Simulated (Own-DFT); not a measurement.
## Calculated data, GaP (zincblende, atoms displaced)

A calculation, not a measurement: plane-wave PBE density functional theory by an unreviewed code, no spin, of a simulated periodic cell, stress positive in tension, free energy of the whole cell less one offset for each atom, forces on such cells passed a denser k mesh, this cell's mesh not checked; offsets are fitted by least squares, one for each functional and potential file, so energies compare only between cells with the same atoms and settings and are not formation energies; the far tail of each file's local potential was reset to the Coulomb form; each entry is a single point on an unrelaxed cell, so the pressure reflects the starting lattice, mostly measured values (interpolated for alloys), from which strain is counted, and rises with the displacements; printed positions are rounded, which can move forces by about a meV/angstrom; the program, named Own-DFT, is a retired in-house code; no spin-orbit coupling. Program: Own-DFT development build.

Common to all runs: functional PBE; potential files PseudoDojo norm-conserving, scalar-relativistic, standard set; wave cutoff 42 hartree; occupations Fermi-Dirac; smearing width 0.1 eV; k mesh 2 x 3 x 3 centred on Gamma.

(1) GaP (zincblende, atoms displaced)

```
cell vectors (Å)
  16.3515     0.0000     0.0000
   0.0000    10.9010     0.0000
   0.0000     0.0000    10.9010
atoms (fractions of the cell vectors)
Ga  0.00344  0.99610  0.98590
Ga  0.00517  0.25917  0.25910
Ga  0.16432  0.98482  0.24922
Ga  0.16921  0.27042  0.00336
P   0.07728  0.12867  0.12524
P   0.08546  0.37619  0.37246
P   0.24774  0.13215  0.35939
P   0.25364  0.36909  0.13234
Ga  0.00027  0.00077  0.50182
Ga  0.00708  0.23801  0.74869
Ga  0.17019  0.98625  0.75341
Ga  0.16536  0.24496  0.50563
P   0.07667  0.12182  0.62486
P   0.07446  0.38424  0.85864
P   0.26017  0.11159  0.85077
P   0.25809  0.39407  0.62472
Ga  0.01290  0.49984  0.99647
Ga  0.99023  0.74229  0.25632
Ga  0.17883  0.50590  0.25295
Ga  0.16370  0.73858  0.00257
P   0.08698  0.61220  0.13463
P   0.08005  0.85841  0.40089
P   0.25832  0.61704  0.36993
P   0.25807  0.88180  0.11614
Ga  0.00674  0.49603  0.48465
Ga  0.99401  0.73349  0.75103
Ga  0.16540  0.49347  0.75220
Ga  0.17369  0.75044  0.48799
P   0.09036  0.63498  0.62396
P   0.08138  0.87697  0.86427
P   0.25308  0.62541  0.86963
P   0.23340  0.86401  0.63010
Ga  0.33434  0.00048  0.99837
Ga  0.33548  0.25272  0.24017
Ga  0.49579  0.00107  0.25666
Ga  0.49924  0.25389  0.00555
P   0.41525  0.13319  0.12689
P   0.41955  0.36874  0.38367
P   0.57610  0.13527  0.37061
P   0.58234  0.37317  0.12338
Ga  0.33571  0.01364  0.50029
Ga  0.32737  0.25063  0.74652
Ga  0.50020  0.99842  0.75358
Ga  0.50640  0.24468  0.50389
P   0.42423  0.12082  0.62095
P   0.42016  0.37786  0.86833
P   0.58621  0.13934  0.87351
P   0.58601  0.37025  0.63010
Ga  0.32839  0.49934  0.99519
Ga  0.34185  0.75600  0.24862
Ga  0.49798  0.49761  0.25310
Ga  0.50378  0.74436  0.99598
P   0.41322  0.63435  0.14112
P   0.41664  0.87604  0.35311
P   0.56958  0.63185  0.38288
P   0.57702  0.86246  0.11800
Ga  0.33701  0.49743  0.48861
Ga  0.33280  0.75815  0.75426
Ga  0.49948  0.50727  0.75378
Ga  0.50375  0.75968  0.50733
P   0.40539  0.64019  0.63070
P   0.41947  0.87852  0.88255
P   0.58499  0.62582  0.87586
P   0.58496  0.88697  0.61212
Ga  0.66105  0.99885  0.99985
Ga  0.66927  0.23524  0.24834
Ga  0.84349  0.01466  0.23397
Ga  0.82688  0.26264  0.00311
P   0.74577  0.11104  0.12972
P   0.74797  0.37177  0.37786
P   0.89605  0.11476  0.36510
P   0.91970  0.37824  0.13392
Ga  0.66856  0.99999  0.50380
Ga  0.66424  0.25588  0.74793
Ga  0.84398  0.00032  0.76572
Ga  0.83213  0.24473  0.51430
P   0.74698  0.12219  0.62779
P   0.75511  0.37442  0.88611
P   0.91507  0.11093  0.87339
P   0.92440  0.37816  0.62733
Ga  0.67301  0.49809  0.00219
Ga  0.66240  0.74500  0.25425
Ga  0.83550  0.49848  0.25848
Ga  0.82761  0.76464  0.99862
P   0.75514  0.63781  0.09533
P   0.75600  0.87388  0.37869
P   0.91674  0.64110  0.38001
P   0.90730  0.88064  0.12774
Ga  0.66591  0.49547  0.49909
Ga  0.66867  0.74378  0.74614
Ga  0.83691  0.49702  0.73374
Ga  0.82685  0.75675  0.49711
P   0.74582  0.62751  0.60926
P   0.75649  0.88007  0.87548
P   0.91663  0.62607  0.87803
P   0.92235  0.86974  0.62862
```

```
free energy of cell above offsets : -39.041 eV
pressure                          : 4.85 GPa
stress xx                         : -4.6 GPa
stress yy                         : -5.02 GPa
stress zz                         : -4.92 GPa
stress yz                         : -1.02 GPa
stress xz                         : 0.34 GPa
stress xy                         : -0.35 GPa
```

Force:
```csv
element,x (eV/Å),y (eV/Å),z (eV/Å)
Ga,-0.372,0.096,1.731
Ga,-1.674,-1.574,-0.744
Ga,-0.416,0.559,0.1
Ga,-1.173,-1.833,-1.124
P,0.937,-0.434,-0.349
P,1.856,-0.018,0.218
P,-0.17,-0.692,1.291
P,-0.301,1.905,-1.102
Ga,-1.491,-0.15,-0.603
Ga,-2.156,0.577,0.736
Ga,-1.323,1.682,-0.181
Ga,0.664,0.666,-0.236
P,2.282,-0.607,-0.355
P,1.606,-1.667,1.055
P,-1.432,0.541,2.241
P,-1.433,-1.997,-0.011
Ga,-2.311,0.444,0.865
Ga,1.865,1.849,-1.762
Ga,-1.202,-1.409,-0.414
Ga,0.527,1.063,-0.432
P,-0.407,1.385,-0.038
P,-0.782,1.53,-3.425
P,0.111,2.263,0.31
P,-1.84,-1.697,1.02
Ga,-0.762,1.699,1.704
Ga,1.251,1.016,-0.706
Ga,0.642,1.635,-1.059
Ga,0.561,-2.077,0.665
P,-0.491,-1.59,-0.313
P,-0.023,-1.868,1.114
P,-1.13,-0.204,0.657
P,3.559,0.503,-1.021
Ga,0.745,1.278,-0.319
Ga,0.54,-0.272,1.933
Ga,1.17,0.808,-1.893
Ga,-0.192,0.014,-0.931
P,0.61,-1.216,-0.836
P,0.102,-0.237,-0.905
P,1.606,-1.815,-0.124
P,0.973,0.649,0.778
Ga,-0.964,-1.183,-0.907
Ga,1.903,0.917,-1.082
Ga,0.682,0.391,0.003
Ga,-0.692,0.857,0.58
P,-0.834,0.697,0.874
P,-0.989,-0.58,0.872
P,-0.912,-1.47,0.623
P,-1.032,1.644,-0.702
Ga,1.147,0.161,0.659
Ga,-2.978,0.102,-0.254
Ga,-0.092,0.055,-0.044
Ga,-1.542,-0.539,0.25
P,1.548,-2.629,-3.184
P,0.098,0.662,4.423
P,2.011,-1.521,-0.652
P,1.096,1.969,1.405
Ga,0.747,0.657,1.103
Ga,-0.743,0.982,0.372
Ga,-0.142,0.234,-1
Ga,-2.133,0.122,-0.174
P,2.126,-1.263,-1.406
P,0.063,-0.615,-0.558
P,0.555,-0.637,-0.374
P,-0.287,-1.013,2.57
Ga,-0.024,-0.42,-0.39
Ga,-0.501,1.43,0.241
Ga,-3.312,-2.607,-1.267
Ga,2.003,-2.461,1.795
P,0.127,1.11,-1.458
P,0.29,-0.275,-0.314
P,4.769,3.612,4.593
P,0.163,-0.029,-0.967
Ga,0.577,0.844,-1.872
Ga,1.77,-0.483,0.805
Ga,-2.372,-2.123,-3.621
Ga,0.095,0.595,-0.701
P,0.581,-0.002,1.207
P,-1.367,1.21,-3.266
P,1.864,4.348,2.257
P,0.2,-1.109,-1.028
Ga,-1.032,0.135,-0.063
Ga,0.672,0.163,-0.351
Ga,-0.312,0.969,-0.55
Ga,2.452,0.198,-0.887
P,-1.768,-2.278,4.225
P,-1.792,1.526,-2.071
P,-1.488,-2.98,1.243
P,2.919,-1.519,-1.345
Ga,-1.045,0.238,-0.586
Ga,-0.035,1.15,0.011
Ga,-0.751,0.867,1.267
Ga,1.622,-0.207,1.398
P,0.706,-0.718,1.347
P,-2.235,0.406,-1.182
P,-0.668,-0.723,0.759
P,-1.268,0.331,-0.157
```

(2) GaP (zincblende, atoms displaced)

```
cell vectors (Å)
  16.3515     0.0000     0.0000
   0.0000    10.9010     0.0000
   0.0000     0.0000    10.9010
atoms (fractions of the cell vectors)
Ga  0.00577  0.98826  0.00473
Ga  0.00745  0.25759  0.25183
Ga  0.16648  0.01056  0.24717
Ga  0.16484  0.25613  0.99755
P   0.08029  0.12007  0.12765
P   0.08017  0.35999  0.37653
P   0.24053  0.11580  0.37803
P   0.25239  0.37843  0.13286
Ga  0.00261  0.99165  0.50047
Ga  0.99234  0.25901  0.75428
Ga  0.17326  0.97721  0.74415
Ga  0.15888  0.23575  0.51839
P   0.08695  0.12914  0.62498
P   0.08505  0.39221  0.86721
P   0.25374  0.12582  0.88085
P   0.25068  0.37819  0.63301
Ga  0.00402  0.49968  0.00137
Ga  0.00120  0.75244  0.24954
Ga  0.16454  0.50119  0.24842
Ga  0.17340  0.75650  0.00493
P   0.08487  0.62843  0.12314
P   0.09095  0.88552  0.37022
P   0.23920  0.62065  0.37996
P   0.24705  0.87443  0.13282
Ga  0.99544  0.50706  0.49644
Ga  0.99637  0.75475  0.74568
Ga  0.16160  0.49836  0.76354
Ga  0.16402  0.75185  0.50223
P   0.08128  0.61803  0.63593
P   0.08397  0.88904  0.87708
P   0.24286  0.62201  0.88677
P   0.25801  0.87463  0.63286
Ga  0.33454  0.00587  0.98845
Ga  0.33227  0.23135  0.24113
Ga  0.50563  0.99430  0.26084
Ga  0.49948  0.24431  0.98796
P   0.42109  0.11024  0.13407
P   0.42481  0.38290  0.38335
P   0.58530  0.12558  0.39179
P   0.58380  0.36798  0.12829
Ga  0.34106  0.01390  0.51415
Ga  0.32536  0.27172  0.74274
Ga  0.49852  0.99306  0.74361
Ga  0.48972  0.25142  0.50983
P   0.41620  0.11562  0.63962
P   0.41647  0.37734  0.87877
P   0.58811  0.12663  0.87475
P   0.58540  0.36986  0.61155
Ga  0.34273  0.49507  0.99734
Ga  0.33114  0.75003  0.27190
Ga  0.49838  0.49538  0.24410
Ga  0.49011  0.74193  0.99650
P   0.41324  0.60637  0.12742
P   0.40802  0.89036  0.37920
P   0.58729  0.61345  0.36982
P   0.58422  0.88152  0.12644
Ga  0.33075  0.48691  0.49303
Ga  0.33127  0.74682  0.75175
Ga  0.49273  0.49693  0.73437
Ga  0.50031  0.74359  0.51071
P   0.42688  0.62855  0.63735
P   0.42878  0.88734  0.87305
P   0.58787  0.63880  0.86665
P   0.57661  0.86686  0.63765
Ga  0.65113  0.99413  0.00165
Ga  0.67114  0.25975  0.26798
Ga  0.82781  0.98525  0.24640
Ga  0.83480  0.25971  0.00992
P   0.74969  0.10979  0.12518
P   0.75365  0.36922  0.36162
P   0.91563  0.13409  0.38689
P   0.91182  0.37419  0.12423
Ga  0.66502  0.01460  0.49427
Ga  0.66538  0.26814  0.75283
Ga  0.82793  0.01247  0.73690
Ga  0.83343  0.24098  0.49523
P   0.75289  0.13913  0.64407
P   0.73895  0.37066  0.86296
P   0.90968  0.13186  0.87477
P   0.91692  0.37896  0.62344
Ga  0.66191  0.50174  0.99054
Ga  0.66717  0.73114  0.26740
Ga  0.84417  0.50073  0.26374
Ga  0.84521  0.75769  0.01309
P   0.74340  0.62777  0.12443
P   0.74767  0.86559  0.36967
P   0.92398  0.62690  0.38254
P   0.92190  0.85155  0.12736
Ga  0.67490  0.50736  0.50212
Ga  0.67280  0.75485  0.75740
Ga  0.84093  0.49448  0.76437
Ga  0.83932  0.74421  0.51935
P   0.73789  0.61817  0.63168
P   0.75718  0.86814  0.87337
P   0.92445  0.62544  0.87063
P   0.91347  0.86820  0.62037
```

```
free energy of cell above offsets : -36.955 eV
pressure                          : 5.25 GPa
stress xx                         : -5.23 GPa
stress yy                         : -5.14 GPa
stress zz                         : -5.38 GPa
stress yz                         : 0.03 GPa
stress xz                         : -0.96 GPa
stress xy                         : -0.25 GPa
```

Force:
```csv
element,x (eV/Å),y (eV/Å),z (eV/Å)
Ga,-1.942,1.453,0.409
Ga,-2.396,-1.737,-1.27
Ga,0.079,-0.978,-0.759
Ga,0.19,-0.167,0.32
P,-0.004,1.17,-0.639
P,1.748,2.73,1.668
P,2.034,1.569,1.415
P,0.074,-0.594,-0.868
Ga,-0.253,1.016,-0.169
Ga,1.024,-0.551,-0.095
Ga,-0.95,2.934,1.133
Ga,2.977,2.9,-3.257
P,-3.081,-3.421,3.599
P,-2.372,-3.972,2.538
P,-1.329,1.019,-1.609
P,-2.747,1.53,-2.378
Ga,-0.614,0.295,0.306
Ga,1.847,-0.986,1.488
Ga,-0.561,-0.742,0.171
Ga,-1.39,0.19,-0.104
P,-0.096,-0.103,0.235
P,-1.218,-1.277,0.385
P,1.386,-0.001,0.406
P,1.436,0.566,-0.191
Ga,1.849,-1.873,1.263
Ga,1.033,0.12,0.566
Ga,2.679,2.184,-2.437
Ga,-0.069,0.037,0.825
P,0.189,1.041,-1.216
P,0.589,-2.476,-0.987
P,1.892,-0.067,-0.765
P,0.166,-0.906,-2.249
Ga,0.866,-1.205,1.675
Ga,-0.238,0.899,1.159
Ga,0.231,0.317,-0.003
Ga,0.081,-0.227,1.658
P,0.007,0.779,-1.262
P,-1.424,-1.281,-1.14
P,-2.172,2.066,-2.063
P,-0.025,-0.011,-0.705
Ga,-2.336,-0.971,-1.459
Ga,2.394,-3.252,2.854
Ga,1.868,1.359,0.573
Ga,1.008,-1.011,0.067
P,-0.12,3.218,0.296
P,0.73,-0.772,-1.783
P,-0.86,0.116,-1.49
P,-0.4,0.806,0.736
Ga,-2.649,0.125,0.38
Ga,-0.449,-0.422,-1.265
Ga,1.272,-0.363,0.265
Ga,1.396,0.277,0.642
P,0.085,2.853,0.781
P,1.639,-1.553,0.573
P,-2.167,-0.286,1.587
P,-1.443,-3.043,1.589
Ga,-0.027,1.512,0.71
Ga,0.924,-0.365,1.277
Ga,2.972,-1.752,2.199
Ga,0.457,0.73,-1.824
P,-3.93,0.701,-1.851
P,-3.006,-1.819,1.285
P,-1.864,-1.744,0.934
P,2.239,0.527,-1.592
Ga,2.904,0.682,-0.943
Ga,-2.286,-2.981,-2.726
Ga,1.147,0.597,0.316
Ga,-2.248,-1.833,-1.383
P,-0.535,1.455,-0.249
P,2.063,2.357,3.278
P,1.552,-2.528,-2.326
P,2.283,1.257,0.899
Ga,2.018,-2.565,2.54
Ga,-2.504,-2.797,-2.095
Ga,1.58,-2.35,2.104
Ga,-1.231,1.684,1.595
P,-2.054,0.703,-3.072
P,3.866,2.74,3.843
P,1.002,-0.761,0.613
P,-0.664,-0.055,-0.563
Ga,-0.067,0.084,0.599
Ga,0.388,1.877,-2.142
Ga,-1.302,0.501,-1.375
Ga,-3.424,-3.081,-3.06
P,1.804,-0.653,-0.105
P,0.52,0.322,2.044
P,-1.297,1.442,-0.849
P,1.054,4.484,1.308
Ga,-1.236,-2.174,-1.909
Ga,-0.398,0.433,-0.687
Ga,-1.339,0.057,-0.888
Ga,-2.729,-1.519,-2.069
P,3.327,1.183,1.194
P,0.189,1.555,0.768
P,-0.868,0.23,1.396
P,1.256,2.545,1.405
```
